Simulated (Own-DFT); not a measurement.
# What a defect does to the pressure of its cell: L1_0 TiAl

Calculated, not measured: single-point runs of Own-DFT, a retired in-house plane-wave DFT program that no person has reviewed, on unrelaxed cells, without spin or spin-orbit coupling.

All runs used: PBE; PseudoDojo norm-conserving scalar-relativistic files; cutoff 42 hartree; 4 x 4 x 4 k mesh centred on Gamma; cold (Marzari-Vanderbilt) smearing of 0.2 eV.

Known weak points: forces on such cells failed a check on a denser k mesh; stress not checked against mesh or cutoff.

All runs share one cell, with vectors in Å (5.622, 5.622, 0.000); (-5.622, 5.622, 0.000); (0.000, 0.000, 8.133) and a volume of 514.0 Å³. Atoms were moved at random from their sites; u is the rms move along one axis. The defect's site can differ from row to row.

```
cell,formula,u (Å),P (GPa)
no defect,Al16Ti16,0.0209,1.19
no defect,Al16Ti16,0.0501,1.72
no defect,Al16Ti16,0.0603,1.98
one Ti vacancy,Al16Ti15,0.0273,0.47
one Ti vacancy,Al16Ti15,0.0303,?
one Ti vacancy,Al16Ti15,0.0309,0.57
one Ti vacancy,Al16Ti15,0.0321,0.51
two Al vacancies,Al14Ti16,0.0268,-0.59
two Al vacancies,Al14Ti16,0.0319,-0.59
two Al vacancies,Al14Ti16,0.0473,-0.14
```

## Fit

P = P0 + c u² + a shift for each defect gives P0 = 1.06 GPa, c = 262 ± 20 GPa/Å² and a scatter of 0.05 GPa. The shifts, and each times the cell's volume:

- one Ti vacancy: -0.78 ± 0.05 GPa, -2.5 eV
- two Al vacancies: -1.84 ± 0.05 GPa, -5.9 eV (-3.0 eV for each of its 2 sites)

Against the defect-free cell, a freed cell would be larger where the shift is positive and smaller where it is negative (160.2 GPa Å³ is 1 eV). The atoms around the defects weren't relaxed, which would change these numbers.

## Withheld run

The question: what pressure belongs in the blank (one Ti vacancy, u = 0.0303 Å)?

Estimate: 0.52 ± 0.06 GPa. DFT gave 0.45 GPa.
